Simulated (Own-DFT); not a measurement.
# Computed records: GaP (zincblende, strained, atoms displaced)

All values are calculated (Own-DFT development build). A calculation, not a measurement: plane-wave PBE density functional theory by an unreviewed code, no spin, of a simulated periodic cell, stress positive in tension, free energy of the whole cell less one offset for each atom, forces on such cells passed a denser k mesh, this cell's mesh not checked; offsets are fitted by least squares, one for each functional and potential file, so energies compare only between cells with the same atoms and settings and are not formation energies; the far tail of each file's local potential was reset to the Coulomb form; each entry is a single point on an unrelaxed cell, so the pressure reflects the starting lattice, mostly measured values (interpolated for alloys), from which strain is counted, and rises with the displacements; printed positions are rounded, which can move forces by about a meV/angstrom; the program, named Own-DFT, is a retired in-house code; no spin-orbit coupling.

```yaml
- formula: GaP
  kind: "zincblende, strained, atoms displaced"
  structure:
    cell_angstrom: [[10.862, 0.0, 0.0], [0.0, 10.862, 0.0], [0.0, 0.0, 10.9361]]
    atoms_fractional:
      - [Ga, 0.00876, 0.99402, 0.00475]
      - [Ga, 0.99962, 0.25065, 0.25331]
      - [Ga, 0.25351, 0.99321, 0.23911]
      - [Ga, 0.25968, 0.23563, 0.99681]
      - [P, 0.12524, 0.12868, 0.13201]
      - [P, 0.12999, 0.36549, 0.38445]
      - [P, 0.37952, 0.10999, 0.37]
      - [P, 0.36796, 0.37479, 0.12]
      - [Ga, 0.00449, 0.00011, 0.49962]
      - [Ga, 0.00771, 0.26077, 0.76239]
      - [Ga, 0.25317, 0.98893, 0.76591]
      - [Ga, 0.24343, 0.24621, 0.50824]
      - [P, 0.12946, 0.12383, 0.61409]
      - [P, 0.1355, 0.37802, 0.88424]
      - [P, 0.39181, 0.14095, 0.86476]
      - [P, 0.36307, 0.37803, 0.62603]
      - [Ga, 0.99293, 0.50144, 0.00182]
      - [Ga, 0.00081, 0.75202, 0.24407]
      - [Ga, 0.25694, 0.49936, 0.24654]
      - [Ga, 0.24699, 0.75211, 0.00796]
      - [P, 0.12393, 0.61734, 0.1279]
      - [P, 0.13542, 0.88166, 0.37191]
      - [P, 0.37556, 0.62754, 0.37912]
      - [P, 0.38051, 0.86786, 0.13597]
      - [Ga, 0.9967, 0.49878, 0.49553]
      - [Ga, 0.99266, 0.75203, 0.73875]
      - [Ga, 0.25189, 0.51265, 0.73954]
      - [Ga, 0.2528, 0.75684, 0.50129]
      - [P, 0.12789, 0.60264, 0.62733]
      - [P, 0.13083, 0.87394, 0.87938]
      - [P, 0.36869, 0.61639, 0.86999]
      - [P, 0.36988, 0.87653, 0.6373]
      - [Ga, 0.48938, 0.99092, 0.00284]
      - [Ga, 0.50319, 0.25112, 0.24845]
      - [Ga, 0.75357, 0.00889, 0.25741]
      - [Ga, 0.75486, 0.25211, 0.00866]
      - [P, 0.62795, 0.11605, 0.13305]
      - [P, 0.63915, 0.36629, 0.37796]
      - [P, 0.87351, 0.12018, 0.37872]
      - [P, 0.87274, 0.356, 0.13084]
      - [Ga, 0.50388, 0.01803, 0.50442]
      - [Ga, 0.49989, 0.25509, 0.74418]
      - [Ga, 0.75277, 0.00069, 0.75033]
      - [Ga, 0.75087, 0.23977, 0.5027]
      - [P, 0.62883, 0.11448, 0.62702]
      - [P, 0.62264, 0.36471, 0.88387]
      - [P, 0.87987, 0.12444, 0.87934]
      - [P, 0.87589, 0.38379, 0.64455]
      - [Ga, 0.50809, 0.5137, 0.00293]
      - [Ga, 0.48862, 0.74925, 0.24302]
      - [Ga, 0.75001, 0.50364, 0.25495]
      - [Ga, 0.74919, 0.75663, 0.99729]
      - [P, 0.62515, 0.62021, 0.11899]
      - [P, 0.62692, 0.87078, 0.37139]
      - [P, 0.88536, 0.62211, 0.36533]
      - [P, 0.87767, 0.86897, 0.12982]
      - [Ga, 0.51167, 0.50226, 0.51136]
      - [Ga, 0.49866, 0.76068, 0.7488]
      - [Ga, 0.73331, 0.49878, 0.74163]
      - [Ga, 0.7514, 0.7526, 0.50569]
      - [P, 0.61897, 0.6375, 0.61761]
      - [P, 0.6178, 0.8634, 0.862]
      - [P, 0.88853, 0.60977, 0.86546]
      - [P, 0.87992, 0.87536, 0.62474]
  settings:
    functional: PBE
    potential_files: "PseudoDojo norm-conserving, scalar-relativistic, standard set"
    "wave_cutoff [hartree]": 42.0
    occupations: Fermi-Dirac
    "smearing_width [eV]": 0.1
    hardware: "one NVIDIA H100"
    k_mesh: "3 x 3 x 3 centred on Gamma"
  results:
    "free_energy_of_cell_above_offsets [eV]": "-28.449"
    "pressure [GPa]": 4.47
    "stress_xx [GPa]": -4.86
    "stress_yy [GPa]": -4.23
    "stress_zz [GPa]": -4.31
    "stress_yz [GPa]": 0.54
    "stress_xz [GPa]": -2.09
    "stress_xy [GPa]": 0.11
    force_element: [Ga, Ga, Ga, Ga, P, P, P, P, Ga, Ga, Ga, Ga, P, P, P, P, Ga, Ga, Ga, Ga, P, P, P, P, Ga, Ga, Ga, Ga, P, P, P, P, Ga, Ga, Ga, Ga, P, P, P, P, Ga, Ga, Ga, Ga, P, P, P, P, Ga, Ga, Ga, Ga, P, P, P, P, Ga, Ga, Ga, Ga, P, P, P, P]
    "force_x [eV/angstrom]": [-0.671, 0.523, -0.305, -0.798, 0.559, -0.653, -0.668, 1.599, 0.052, 0.144, 0.305, 1.924, -1.054, 0.106, -1.791, 1.779, 0.881, 1.256, -0.572, 0.429, -0.085, -1.229, 0.332, -1.796, 0.106, 1.797, 0.797, -0.367, -2.213, -1.271, 1.321, 0.552, 1.309, -0.467, -0.287, -1.098, -0.604, -1.396, 1.19, 0.548, -0.668, 1.239, 0.387, 0.899, 0.191, 0.048, -0.043, -0.108, -1.957, 2.648, 0.166, 0.603, 1.176, -0.321, -0.842, -0.786, -1.259, -1.78, 0.06, 0.556, 0.593, 1.935, -2.245, -0.675]
    "force_y [eV/angstrom]": [0.463, -0.396, 0.998, 0.994, -0.785, 1.181, 2.021, -0.087, -0.143, -0.788, 2.267, -0.089, -0.952, 0.11, -3.243, -0.321, -1.485, -0.324, -0.269, -1.082, 0.61, -0.914, -0.574, 1.118, -0.981, -1.493, -2.513, -0.812, 3.993, -0.853, 1.866, 0.563, 0.841, -0.043, -1.799, -1.855, 0.575, 0.931, 0.556, 3.045, -2.724, 1.029, -0.422, 0.774, 1.893, 1.256, -0.211, -1.157, -2.383, -1.895, -0.827, -1.12, 1.803, 0.391, 0.741, 1.389, -1.286, -2.559, 0.335, -0.048, -0.207, 2.337, 1.79, 0.773]
    "force_z [eV/angstrom]": [0.151, 1.157, 0.8, 0.185, -0.839, -1.36, 0.029, 0.176, -0.487, -0.501, -0.947, -1.468, 3.136, -0.139, 1.71, -0.467, 0.737, 0.79, 1.125, -0.346, -0.135, 0.14, -0.127, -2.769, 0.434, 1.212, 2.501, 0.458, -2.41, 0.098, 1.019, -1.686, -0.73, 0.162, -0.355, -1.057, -1.437, 0.173, 0.282, 0.305, -0.725, -1.174, 0.854, 1.059, 0.696, -0.593, 0.0, -2.174, -1.55, 2.156, -0.601, -0.508, 1.681, 0.462, 1.151, -0.711, -1.67, -0.76, 1.255, -1.597, 1.546, 2.464, -0.193, -0.587]
    "wall_time [s]": 589.4
```
